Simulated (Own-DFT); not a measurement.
# Computed records: GaP (zincblende, atoms displaced)

A calculation, not a measurement: plane-wave PBE density functional theory by an unreviewed code, no spin, of a simulated periodic cell, stress positive in tension, free energy of the whole cell less one offset for each atom, forces on such cells passed a denser k mesh, this cell's mesh not checked; offsets are fitted by least squares, one for each functional and potential file, so energies compare only between cells with the same atoms and settings and are not formation energies; the far tail of each file's local potential was reset to the Coulomb form; each entry is a single point on an unrelaxed cell, so the pressure reflects the starting lattice, mostly measured values (interpolated for alloys), from which strain is counted, and rises with the displacements; printed positions are rounded, which can move forces by about a meV/angstrom; the program, named Own-DFT, is a retired in-house code; no spin-orbit coupling. Program: Own-DFT development build.

Settings shared by all entries: functional PBE; potential files PseudoDojo norm-conserving, scalar-relativistic, standard set; wave cutoff 42 hartree; occupations Fermi-Dirac; smearing width 0.1 eV; hardware one NVIDIA H100; k mesh 3 x 3 x 3 centred on Gamma.

(1) GaP (zincblende, atoms displaced)

```cif
# cell vector a (Å): 10.9010 0.0000 0.0000
# cell vector b (Å): 0.0000 10.9010 0.0000
# cell vector c (Å): 0.0000 0.0000 10.9010
data_GaP
_symmetry_space_group_name_H-M 'P 1'
_symmetry_Int_Tables_number 1
_cell_length_a 10.9010
_cell_length_b 10.9010
_cell_length_c 10.9010
_cell_angle_alpha 90.000
_cell_angle_beta 90.000
_cell_angle_gamma 90.000
_cell_volume 1295.39
loop_
_atom_site_label
_atom_site_type_symbol
_atom_site_fract_x
_atom_site_fract_y
_atom_site_fract_z
_atom_site_occupancy
Ga1 Ga 0.98830 0.99662 0.98114 1
Ga2 Ga 0.01254 0.25676 0.23916 1
Ga3 Ga 0.27022 0.99180 0.27137 1
Ga4 Ga 0.26180 0.21870 0.98496 1
P1 P 0.13292 0.13671 0.12781 1
P2 P 0.14153 0.35064 0.36793 1
P3 P 0.36595 0.11219 0.39019 1
P4 P 0.37032 0.36973 0.12355 1
Ga5 Ga 0.98301 0.97375 0.50967 1
Ga6 Ga 0.00367 0.24447 0.76541 1
Ga7 Ga 0.25528 0.00198 0.76391 1
Ga8 Ga 0.25625 0.23714 0.49479 1
P5 P 0.14698 0.12036 0.63771 1
P6 P 0.12342 0.38537 0.87329 1
P7 P 0.34338 0.11389 0.86603 1
P8 P 0.37611 0.38943 0.64308 1
Ga9 Ga 0.01404 0.50411 0.00040 1
Ga10 Ga 0.98998 0.77295 0.26969 1
Ga11 Ga 0.24680 0.48782 0.26411 1
Ga12 Ga 0.24216 0.76920 0.99133 1
P9 P 0.14375 0.63639 0.13628 1
P10 P 0.13137 0.86587 0.40104 1
P11 P 0.33140 0.61570 0.40625 1
P12 P 0.36033 0.85958 0.12366 1
Ga13 Ga 0.00972 0.51453 0.47865 1
Ga14 Ga 0.01978 0.76254 0.77625 1
Ga15 Ga 0.26079 0.49318 0.75471 1
Ga16 Ga 0.22336 0.73949 0.49485 1
P13 P 0.13650 0.63996 0.61741 1
P14 P 0.14284 0.90485 0.88244 1
P15 P 0.37837 0.61095 0.87157 1
P16 P 0.36909 0.87189 0.62985 1
Ga17 Ga 0.48385 0.99622 0.01369 1
Ga18 Ga 0.50122 0.24165 0.27541 1
Ga19 Ga 0.76642 0.01837 0.24364 1
Ga20 Ga 0.76521 0.23272 0.00092 1
P17 P 0.65295 0.14826 0.11701 1
P18 P 0.61640 0.38173 0.38355 1
P19 P 0.85839 0.15377 0.36927 1
P20 P 0.89415 0.38673 0.11693 1
Ga21 Ga 0.49624 0.99173 0.50322 1
Ga22 Ga 0.48668 0.25603 0.74085 1
Ga23 Ga 0.77228 0.00437 0.75318 1
Ga24 Ga 0.73461 0.25052 0.48111 1
P21 P 0.59812 0.10394 0.62035 1
P22 P 0.61775 0.38145 0.87856 1
P23 P 0.90730 0.11972 0.87919 1
P24 P 0.89825 0.39714 0.61017 1
Ga25 Ga 0.49240 0.49915 0.00369 1
Ga26 Ga 0.50642 0.74671 0.26613 1
Ga27 Ga 0.74711 0.50441 0.25652 1
Ga28 Ga 0.75441 0.73269 0.98219 1
P25 P 0.59576 0.62910 0.12589 1
P26 P 0.61706 0.87967 0.38580 1
P27 P 0.87508 0.64879 0.36890 1
P28 P 0.88630 0.87041 0.13602 1
Ga29 Ga 0.44837 0.51830 0.49189 1
Ga30 Ga 0.48700 0.73297 0.75509 1
Ga31 Ga 0.76016 0.51182 0.72672 1
Ga32 Ga 0.75510 0.76499 0.50516 1
P29 P 0.60444 0.62999 0.61671 1
P30 P 0.62093 0.85736 0.87856 1
P31 P 0.87928 0.61562 0.86625 1
P32 P 0.87231 0.86083 0.62961 1
```

It finds free energy of cell above offsets -10.019 eV; pressure 8.7 GPa; stress xx -7.73 GPa; stress yy -9.07 GPa; stress zz -9.3 GPa; stress yz 0.61 GPa; stress xz 0.49 GPa; stress xy 0.82 GPa; wall time 555.4 s.

Force:
```
element  x (eV/Å)  y (eV/Å)  z (eV/Å)
     Ga     3.293    -3.649     6.201
     Ga    -1.435     0.043     0.165
     Ga    -2.922    -1.338    -2.513
     Ga    -3.527     5.956     4.906
      P     -0.04    -2.744    -0.262
      P    -1.788     1.503     1.391
      P     3.257     0.578     -0.46
      P     0.388    -0.984     0.404
     Ga     1.688     3.058    -0.776
     Ga     2.137     2.527    -3.133
     Ga    -1.247    -4.102    -7.166
     Ga    -0.742     1.605     2.875
      P    -2.849     0.517     -1.16
      P     1.014    -1.488     0.177
      P     9.589      1.92     0.824
      P     0.202    -2.139    -3.913
     Ga     0.521     1.504     0.432
     Ga     3.593    -0.659    -0.787
     Ga     0.621     0.508    -2.279
     Ga     0.331    -3.291     0.022
      P    -1.717    -0.065    -0.294
      P    -2.686     4.752    -4.107
      P    -0.844     2.576    -7.331
      P     2.134     1.428     2.618
     Ga     0.794    -0.151     0.285
     Ga    -0.365    -1.027    -1.403
     Ga    -3.242     1.658      0.53
     Ga     3.838     3.146     1.854
      P    -3.694    -4.231     5.623
      P    -3.092      -2.6     0.712
      P    -1.587     1.489     1.687
      P    -0.366    -0.745     0.073
     Ga     1.424      0.36    -0.837
     Ga    -0.188     0.631    -2.007
     Ga    -1.011    -1.136    -0.253
     Ga      2.73     4.342    -3.526
      P     -5.43    -3.866     3.804
      P    -1.329     1.661    -0.172
      P     3.654    -2.498     -0.69
      P     -1.93    -0.753      1.04
     Ga    -2.112    -1.651    -0.273
     Ga     1.577    -1.507     1.568
     Ga    -2.257    -0.528    -0.139
     Ga    -0.836      0.83     3.747
      P     3.638     3.403       2.5
      P     1.662     -1.11    -0.961
      P    -5.671     3.031    -2.511
      P    -1.516     -2.34      0.67
     Ga    -0.158    -1.083     0.436
     Ga     -1.69     0.169     0.086
     Ga    -0.194     0.203    -1.197
     Ga    -0.736     0.632     1.924
      P     2.978    -0.531     0.147
      P     1.647     0.109    -1.663
      P    -1.486    -2.449     1.163
      P    -1.902     1.465    -2.956
     Ga     7.469    -4.618     4.487
     Ga     0.932     1.786    -0.914
     Ga    -1.542    -0.764    -0.166
     Ga    -2.567    -2.021    -0.834
      P     1.487    -0.367    -0.851
      P      0.05     1.822    -0.216
      P     1.185     0.638     0.486
      P     0.865     0.582     2.913
```

(2) GaP (zincblende, atoms displaced)

```cif
# cell vector a (Å): 10.9010 0.0000 0.0000
# cell vector b (Å): 0.0000 10.9010 0.0000
# cell vector c (Å): 0.0000 0.0000 10.9010
data_GaP
_symmetry_space_group_name_H-M 'P 1'
_symmetry_Int_Tables_number 1
_cell_length_a 10.9010
_cell_length_b 10.9010
_cell_length_c 10.9010
_cell_angle_alpha 90.000
_cell_angle_beta 90.000
_cell_angle_gamma 90.000
_cell_volume 1295.39
loop_
_atom_site_label
_atom_site_type_symbol
_atom_site_fract_x
_atom_site_fract_y
_atom_site_fract_z
_atom_site_occupancy
Ga1 Ga 0.99953 0.98788 0.01550 1
Ga2 Ga 0.99651 0.24937 0.24327 1
Ga3 Ga 0.25011 0.98994 0.25604 1
Ga4 Ga 0.26610 0.23539 0.00575 1
P1 P 0.12270 0.14762 0.13941 1
P2 P 0.10654 0.36664 0.38098 1
P3 P 0.36973 0.11169 0.37399 1
P4 P 0.37220 0.39538 0.13255 1
Ga5 Ga 0.99297 0.00988 0.50285 1
Ga6 Ga 0.99974 0.24536 0.76390 1
Ga7 Ga 0.24565 0.99575 0.75276 1
Ga8 Ga 0.24029 0.26487 0.49393 1
P5 P 0.12758 0.10930 0.64784 1
P6 P 0.10389 0.39252 0.87791 1
P7 P 0.39682 0.13409 0.89299 1
P8 P 0.35931 0.39298 0.63060 1
Ga9 Ga 0.99944 0.49084 0.00503 1
Ga10 Ga 0.02684 0.75696 0.25180 1
Ga11 Ga 0.25377 0.49772 0.23294 1
Ga12 Ga 0.24743 0.75715 0.98187 1
P9 P 0.11892 0.60823 0.13825 1
P10 P 0.12634 0.88003 0.37773 1
P11 P 0.36382 0.63882 0.36483 1
P12 P 0.36938 0.88585 0.14287 1
Ga13 Ga 0.00933 0.52469 0.51326 1
Ga14 Ga 0.98729 0.75640 0.73514 1
Ga15 Ga 0.25601 0.48261 0.75810 1
Ga16 Ga 0.24678 0.74839 0.48516 1
P13 P 0.10460 0.62059 0.61821 1
P14 P 0.14023 0.86253 0.86345 1
P15 P 0.36366 0.62611 0.87313 1
P16 P 0.36497 0.88901 0.64248 1
Ga17 Ga 0.50667 0.97231 0.98699 1
Ga18 Ga 0.49179 0.27184 0.26038 1
Ga19 Ga 0.74870 0.01370 0.26564 1
Ga20 Ga 0.75217 0.25954 0.01759 1
P17 P 0.62039 0.10888 0.12626 1
P18 P 0.64023 0.36750 0.37097 1
P19 P 0.88079 0.09649 0.37812 1
P20 P 0.85727 0.39128 0.11067 1
Ga21 Ga 0.50686 0.01777 0.51707 1
Ga22 Ga 0.51310 0.24396 0.75573 1
Ga23 Ga 0.77353 0.98078 0.75397 1
Ga24 Ga 0.77639 0.24063 0.50740 1
P21 P 0.62773 0.10763 0.61641 1
P22 P 0.62543 0.36631 0.87086 1
P23 P 0.85699 0.11078 0.89460 1
P24 P 0.87374 0.36658 0.65386 1
Ga25 Ga 0.51537 0.50161 0.98763 1
Ga26 Ga 0.48884 0.72195 0.25221 1
Ga27 Ga 0.74667 0.48794 0.25484 1
Ga28 Ga 0.72922 0.76122 0.99490 1
P25 P 0.62458 0.60367 0.13598 1
P26 P 0.60727 0.89950 0.37830 1
P27 P 0.88792 0.62422 0.38609 1
P28 P 0.84383 0.88140 0.11107 1
Ga29 Ga 0.48755 0.49897 0.49554 1
Ga30 Ga 0.51444 0.74831 0.76066 1
Ga31 Ga 0.73354 0.51055 0.73131 1
Ga32 Ga 0.77375 0.73169 0.50070 1
P29 P 0.63132 0.60921 0.61265 1
P30 P 0.64973 0.90152 0.90666 1
P31 P 0.86680 0.63301 0.86020 1
P32 P 0.88101 0.88134 0.61910 1
```

Results for GaP (zincblende, atoms displaced): free energy of cell above offsets -11.370 eV; pressure 8.21 GPa; stress xx -9.2 GPa; stress yy -7.07 GPa; stress zz -8.37 GPa; stress yz -1.75 GPa; stress xz -0.26 GPa; stress xy 1.88 GPa; wall time 557.5 s.

Force:
```
element  x (eV/Å)  y (eV/Å)  z (eV/Å)
     Ga     0.494     0.642    -0.807
     Ga    -2.539     1.468     1.617
     Ga    -1.536     2.455     0.294
     Ga    -1.455     2.237     1.059
      P     1.965    -3.667    -2.213
      P    -0.076     2.101    -0.524
      P     0.558     2.654      1.28
      P     2.955    -3.224    -3.192
     Ga     3.463    -1.443     2.091
     Ga     -0.37    -1.387     0.841
     Ga     1.258     1.076     2.484
     Ga     0.924    -2.153     0.926
      P    -1.789     3.057    -2.447
      P     3.192      -2.9    -1.383
      P    -0.537    -1.987    -1.545
      P     2.933     -3.62    -2.792
     Ga    -1.377     3.009     0.647
     Ga    -2.799    -0.565    -0.812
     Ga    -2.241     1.048     3.958
     Ga     1.258    -1.367     3.869
      P    -0.466     1.903    -2.215
      P    -0.464     0.717     1.028
      P     -1.29     -3.86      2.11
      P     1.806    -3.023    -3.414
     Ga    -5.116    -7.626    -5.243
     Ga     1.436    -0.825     1.303
     Ga    -3.206     2.943     2.135
     Ga    -0.644     0.821     2.778
      P     7.412      5.59      6.16
      P    -4.002     1.514    -0.108
      P     2.103     -0.63     0.012
      P     2.798    -2.482    -2.513
     Ga    -5.581     3.656     4.221
     Ga    -0.171    -2.345    -0.868
     Ga    -2.323    -2.105    -2.162
     Ga    -2.609    -3.179    -1.663
      P    -0.294      2.51     0.463
      P    -1.208    -0.813     2.578
      P     0.139     4.859    -1.276
      P     2.215    -0.249     2.348
     Ga    -5.132    -3.424    -3.103
     Ga    -0.724     -0.39    -1.712
     Ga    -1.721     1.934     0.067
     Ga    -0.893     0.125     0.112
      P     4.436     4.002     4.518
      P     1.277     1.387     0.397
      P     2.212     1.433    -0.556
      P     0.025     0.812    -2.194
     Ga    -1.658    -0.162     0.248
     Ga     2.905     3.775    -2.056
     Ga     1.552     1.822     0.532
     Ga     2.358    -5.917     2.035
      P    -0.183     2.318    -1.208
      P     1.029    -3.093    -0.326
      P     0.169    -0.831    -3.557
      P     2.708    -0.217     3.027
     Ga      0.44     0.212    -0.647
     Ga    -0.563     0.591    -0.546
     Ga     2.911    -3.125     3.987
     Ga    -2.805      2.55      0.72
      P     -3.05     3.686    -2.232
      P     1.054    -0.967    -6.687
      P    -0.537    -0.219     1.222
      P    -0.627    -1.113    -1.068
```

(3) GaP (zincblende, atoms displaced)

```cif
# cell vector a (Å): 10.9010 0.0000 0.0000
# cell vector b (Å): 0.0000 10.9010 0.0000
# cell vector c (Å): 0.0000 0.0000 10.9010
data_GaP
_symmetry_space_group_name_H-M 'P 1'
_symmetry_Int_Tables_number 1
_cell_length_a 10.9010
_cell_length_b 10.9010
_cell_length_c 10.9010
_cell_angle_alpha 90.000
_cell_angle_beta 90.000
_cell_angle_gamma 90.000
_cell_volume 1295.39
loop_
_atom_site_label
_atom_site_type_symbol
_atom_site_fract_x
_atom_site_fract_y
_atom_site_fract_z
_atom_site_occupancy
Ga1 Ga 0.98822 0.00744 0.00115 1
Ga2 Ga 0.99496 0.25294 0.23420 1
Ga3 Ga 0.25649 0.01546 0.25494 1
Ga4 Ga 0.25862 0.25109 0.98597 1
P1 P 0.16011 0.14870 0.13700 1
P2 P 0.12757 0.37642 0.39140 1
P3 P 0.39543 0.14387 0.37765 1
P4 P 0.37713 0.37649 0.12253 1
Ga5 Ga 0.02827 0.01749 0.49872 1
Ga6 Ga 0.01103 0.26545 0.74804 1
Ga7 Ga 0.25722 0.00552 0.76809 1
Ga8 Ga 0.26106 0.23284 0.49849 1
P5 P 0.13062 0.13370 0.61161 1
P6 P 0.11274 0.37634 0.86300 1
P7 P 0.35554 0.11316 0.84646 1
P8 P 0.37936 0.34434 0.62845 1
Ga9 Ga 0.00214 0.50401 0.98718 1
Ga10 Ga 0.00880 0.77258 0.25072 1
Ga11 Ga 0.21608 0.51168 0.27233 1
Ga12 Ga 0.24231 0.73602 0.01188 1
P9 P 0.12248 0.64338 0.12788 1
P10 P 0.10802 0.85898 0.36521 1
P11 P 0.37475 0.61989 0.37587 1
P12 P 0.35511 0.87565 0.10779 1
Ga13 Ga 0.97997 0.50853 0.48494 1
Ga14 Ga 0.96343 0.75261 0.72581 1
Ga15 Ga 0.22525 0.51378 0.75210 1
Ga16 Ga 0.23621 0.73602 0.48632 1
P13 P 0.12137 0.63750 0.61914 1
P14 P 0.12409 0.86347 0.86556 1
P15 P 0.37632 0.62595 0.88429 1
P16 P 0.37837 0.88553 0.62501 1
Ga17 Ga 0.52827 0.97736 0.99942 1
Ga18 Ga 0.47547 0.26804 0.22756 1
Ga19 Ga 0.73410 0.97399 0.24572 1
Ga20 Ga 0.77153 0.25489 0.01762 1
P17 P 0.62290 0.13349 0.12188 1
P18 P 0.62350 0.37279 0.37495 1
P19 P 0.86554 0.13079 0.38713 1
P20 P 0.86356 0.36625 0.11100 1
Ga21 Ga 0.48762 0.97390 0.51039 1
Ga22 Ga 0.51422 0.25111 0.74391 1
Ga23 Ga 0.75582 0.99174 0.74093 1
Ga24 Ga 0.71446 0.26709 0.52197 1
P21 P 0.61193 0.12651 0.62613 1
P22 P 0.64287 0.38022 0.89760 1
P23 P 0.88668 0.12045 0.85611 1
P24 P 0.86018 0.37786 0.60705 1
Ga25 Ga 0.51439 0.49041 0.00640 1
Ga26 Ga 0.52094 0.74632 0.26368 1
Ga27 Ga 0.75736 0.49695 0.23281 1
Ga28 Ga 0.74133 0.73392 0.97306 1
P25 P 0.64836 0.64867 0.11238 1
P26 P 0.62724 0.87565 0.39894 1
P27 P 0.86275 0.63469 0.35962 1
P28 P 0.86260 0.86453 0.12294 1
Ga29 Ga 0.51515 0.46973 0.50668 1
Ga30 Ga 0.50197 0.74075 0.74650 1
Ga31 Ga 0.76013 0.51485 0.73400 1
Ga32 Ga 0.75466 0.76195 0.50095 1
P29 P 0.64393 0.62243 0.62811 1
P30 P 0.63729 0.86976 0.88391 1
P31 P 0.89496 0.61593 0.85700 1
P32 P 0.88570 0.88522 0.64073 1
```

The calculation gives: free energy of cell above offsets -10.747 eV; pressure 8.37 GPa; stress xx -7.79 GPa; stress yy -8.8 GPa; stress zz -8.51 GPa; stress yz 0.07 GPa; stress xz -1.35 GPa; stress xy -0.74 GPa; wall time 571.2 s.

Force:
```
element  x (eV/Å)  y (eV/Å)  z (eV/Å)
     Ga     1.605    -0.923     0.325
     Ga     0.599    -0.527     1.933
     Ga     0.941    -1.534     0.561
     Ga     0.469      0.08    -0.776
      P    -3.303    -0.245    -1.018
      P    -1.496    -0.933     -0.27
      P    -0.021    -2.804    -0.617
      P    -4.224     4.396     -3.32
     Ga    -3.216    -1.847    -2.187
     Ga    -2.911    -2.568     -3.18
     Ga     -8.02     -8.42     -6.53
     Ga    -0.164     1.502    -0.637
      P     0.765     0.364     3.525
      P     2.798     1.351     2.817
      P     9.313     9.001     7.435
      P    -0.829      3.42     0.019
     Ga     0.281    -0.318     1.967
     Ga    -5.911    -4.303    -5.243
     Ga     1.855     0.403    -1.314
     Ga     1.503      1.79    -3.263
      P    -2.461    -3.293     1.256
      P     5.796     5.928     5.822
      P     1.035    -0.576     0.152
      P     2.656     1.148     1.958
     Ga     0.931    -0.049     0.424
     Ga     5.845    -4.408     3.848
     Ga     2.196    -0.252    -0.143
     Ga     1.646     1.388    -0.146
      P    -2.064    -0.905     0.267
      P    -0.875     0.211      0.64
      P    -0.053    -1.052    -0.573
      P    -4.149    -4.024     3.333
     Ga    -3.407     2.431     2.009
     Ga     4.492    -3.826     3.706
     Ga     0.582     2.508     0.533
     Ga    -5.438    -7.061    -6.397
      P     -0.01    -1.039     0.358
      P     0.488    -0.082    -3.613
      P     0.154    -0.507    -0.961
      P     6.653      6.67     4.775
     Ga     2.789     4.692    -3.122
     Ga    -0.506     0.291     3.307
     Ga    -2.062     1.921     1.377
     Ga     1.632    -1.745    -1.467
      P     1.261    -2.933    -0.184
      P     0.331    -0.914     -2.89
      P    -0.686     1.402     0.946
      P     1.803     0.272      1.64
     Ga    -0.906     1.858     0.449
     Ga    -1.632     0.171    -0.866
     Ga    -1.107     0.655     0.928
     Ga     4.581     0.101    -1.012
      P    -3.087     -3.62     3.408
      P    -0.759      0.28    -1.896
      P     0.976     0.261     0.081
      P     0.769     0.366    -1.121
     Ga    -2.259     2.327     1.287
     Ga    -0.104     0.539     0.184
     Ga     1.148    -2.955     2.573
     Ga     1.388    -1.151     1.164
      P    -3.213     1.761    -2.057
      P     -0.13     0.192    -4.487
      P    -2.075     0.871     0.826
      P    -2.199     4.263    -6.543
```

(4) GaP (zincblende, atoms displaced)

```cif
# cell vector a (Å): 10.9010 0.0000 0.0000
# cell vector b (Å): 0.0000 10.9010 0.0000
# cell vector c (Å): 0.0000 0.0000 10.9010
data_GaP
_symmetry_space_group_name_H-M 'P 1'
_symmetry_Int_Tables_number 1
_cell_length_a 10.9010
_cell_length_b 10.9010
_cell_length_c 10.9010
_cell_angle_alpha 90.000
_cell_angle_beta 90.000
_cell_angle_gamma 90.000
_cell_volume 1295.39
loop_
_atom_site_label
_atom_site_type_symbol
_atom_site_fract_x
_atom_site_fract_y
_atom_site_fract_z
_atom_site_occupancy
Ga1 Ga 0.98918 0.00066 0.99735 1
Ga2 Ga 0.99660 0.21749 0.24327 1
Ga3 Ga 0.24320 0.99473 0.25468 1
Ga4 Ga 0.23064 0.26082 0.01723 1
P1 P 0.10956 0.12899 0.13335 1
P2 P 0.13686 0.38385 0.37198 1
P3 P 0.35217 0.12527 0.38102 1
P4 P 0.39463 0.35782 0.13296 1
Ga5 Ga 0.99393 0.00827 0.52229 1
Ga6 Ga 0.00167 0.24801 0.75731 1
Ga7 Ga 0.27114 0.01366 0.76365 1
Ga8 Ga 0.24600 0.27619 0.48581 1
P5 P 0.10916 0.15370 0.63160 1
P6 P 0.13368 0.36788 0.89606 1
P7 P 0.38476 0.11872 0.86550 1
P8 P 0.37597 0.35315 0.62991 1
Ga9 Ga 0.98831 0.50166 0.00463 1
Ga10 Ga 0.00694 0.73121 0.25511 1
Ga11 Ga 0.25930 0.48054 0.24800 1
Ga12 Ga 0.25522 0.75280 0.02368 1
P9 P 0.12177 0.60114 0.10120 1
P10 P 0.13411 0.88638 0.38920 1
P11 P 0.38802 0.63468 0.38653 1
P12 P 0.37590 0.87791 0.12458 1
Ga13 Ga 0.01432 0.50272 0.48753 1
Ga14 Ga 0.97209 0.74873 0.75777 1
Ga15 Ga 0.26407 0.48675 0.73122 1
Ga16 Ga 0.23376 0.74646 0.48241 1
P13 P 0.12004 0.60629 0.62564 1
P14 P 0.14768 0.85367 0.83658 1
P15 P 0.36609 0.62715 0.86014 1
P16 P 0.35669 0.88182 0.65637 1
Ga17 Ga 0.50261 0.00215 0.00286 1
Ga18 Ga 0.49584 0.25938 0.24501 1
Ga19 Ga 0.74788 0.99831 0.26964 1
Ga20 Ga 0.74989 0.24990 0.00931 1
P17 P 0.63003 0.13158 0.14122 1
P18 P 0.60622 0.36967 0.37162 1
P19 P 0.85202 0.12120 0.38940 1
P20 P 0.89642 0.38662 0.12781 1
Ga21 Ga 0.51371 0.02221 0.49637 1
Ga22 Ga 0.50041 0.25821 0.73723 1
Ga23 Ga 0.75488 0.99265 0.72423 1
Ga24 Ga 0.74268 0.24983 0.51701 1
P21 P 0.62214 0.15716 0.59278 1
P22 P 0.63827 0.36875 0.86482 1
P23 P 0.90408 0.11720 0.90338 1
P24 P 0.87881 0.36773 0.63436 1
Ga25 Ga 0.47433 0.48992 0.99949 1
Ga26 Ga 0.47091 0.74729 0.23237 1
Ga27 Ga 0.74934 0.49371 0.26416 1
Ga28 Ga 0.75294 0.75820 0.98950 1
P25 P 0.63320 0.65884 0.14423 1
P26 P 0.62219 0.88236 0.38351 1
P27 P 0.85628 0.63188 0.37471 1
P28 P 0.86989 0.87747 0.10986 1
Ga29 Ga 0.48559 0.48436 0.50248 1
Ga30 Ga 0.50238 0.72443 0.76672 1
Ga31 Ga 0.76062 0.51975 0.75612 1
Ga32 Ga 0.74641 0.72574 0.51017 1
P29 P 0.63981 0.63291 0.61734 1
P30 P 0.61257 0.88101 0.87861 1
P31 P 0.88929 0.61412 0.85730 1
P32 P 0.90090 0.85814 0.63116 1
```

Results for GaP (zincblende, atoms displaced): free energy of cell above offsets -8.056 eV; pressure 9 GPa; stress xx -8.95 GPa; stress yy -9.25 GPa; stress zz -8.79 GPa; stress yz 2.43 GPa; stress xz -0.08 GPa; stress xy -0.56 GPa; wall time 537.8 s.

Force:
```
element  x (eV/Å)  y (eV/Å)  z (eV/Å)
     Ga     5.662    -6.465     3.981
     Ga    -3.798     4.065     4.424
     Ga     0.185     0.906    -0.884
     Ga     2.974    -2.497     1.538
      P     4.483    -4.141    -3.238
      P      -3.1    -0.368    -1.908
      P      1.82     0.453    -0.525
      P    -5.089     3.023     -3.64
     Ga     0.823      0.69     -0.94
     Ga    -1.456     1.291     2.947
     Ga    -4.965    -0.128    -1.625
     Ga     0.441    -3.049     2.121
      P     3.507    -2.466    -2.272
      P    -2.024     2.886    -3.747
      P     1.993      3.89     3.647
      P    -1.392     2.025    -2.291
     Ga      0.43    -0.476    -3.473
     Ga    -0.115     1.301    -0.916
     Ga     0.896     1.981    -0.917
     Ga    -1.801    -0.786    -3.083
      P     2.865     2.575     3.581
      P    -2.991     0.133    -1.176
      P    -1.557    -0.854    -0.688
      P    -1.123     2.505    -0.194
     Ga     -2.23    -0.326     0.387
     Ga     5.756    -0.455     1.411
     Ga    -1.744     0.821     1.782
     Ga     1.566    -1.286     3.127
      P     0.558     1.729     0.196
      P    -0.861     0.326      2.76
      P    -1.592    -2.226     2.774
      P      2.92    -3.044    -4.038
     Ga     0.271     1.146     0.518
     Ga     2.128    -4.967     3.668
     Ga    -0.295    -1.028    -2.063
     Ga      1.05     0.105    -0.336
      P    -0.423    -0.895    -0.685
      P     2.141     0.859     1.222
      P     2.719     0.779     0.045
      P    -3.291     -2.59     2.477
     Ga    -2.513    -1.976    -0.221
     Ga     2.641    -2.209     2.799
     Ga    -0.509     0.704     1.415
     Ga     7.182     6.492    -4.941
      P    -5.942    -6.116     7.029
      P    -0.886     0.936     0.747
      P    -6.492     6.702    -6.713
      P    -0.269     1.532    -0.797
     Ga     2.174     1.363     -1.31
     Ga     2.499    -0.579     2.355
     Ga    -0.726     0.074    -1.398
     Ga    -0.611    -0.598    -0.299
      P     0.265    -2.477     -1.31
      P    -0.602    -1.707     0.105
      P     2.779    -1.383    -0.318
      P     0.856    -0.389     2.632
     Ga     1.148     1.006     0.183
     Ga     1.796     3.149    -2.062
     Ga    -2.508    -3.264    -2.554
     Ga      3.21     6.245    -3.432
      P    -5.593    -4.604     4.947
      P     1.581    -1.045    -1.702
      P    -0.687    -0.008     4.996
      P    -4.133      2.71    -4.117
```
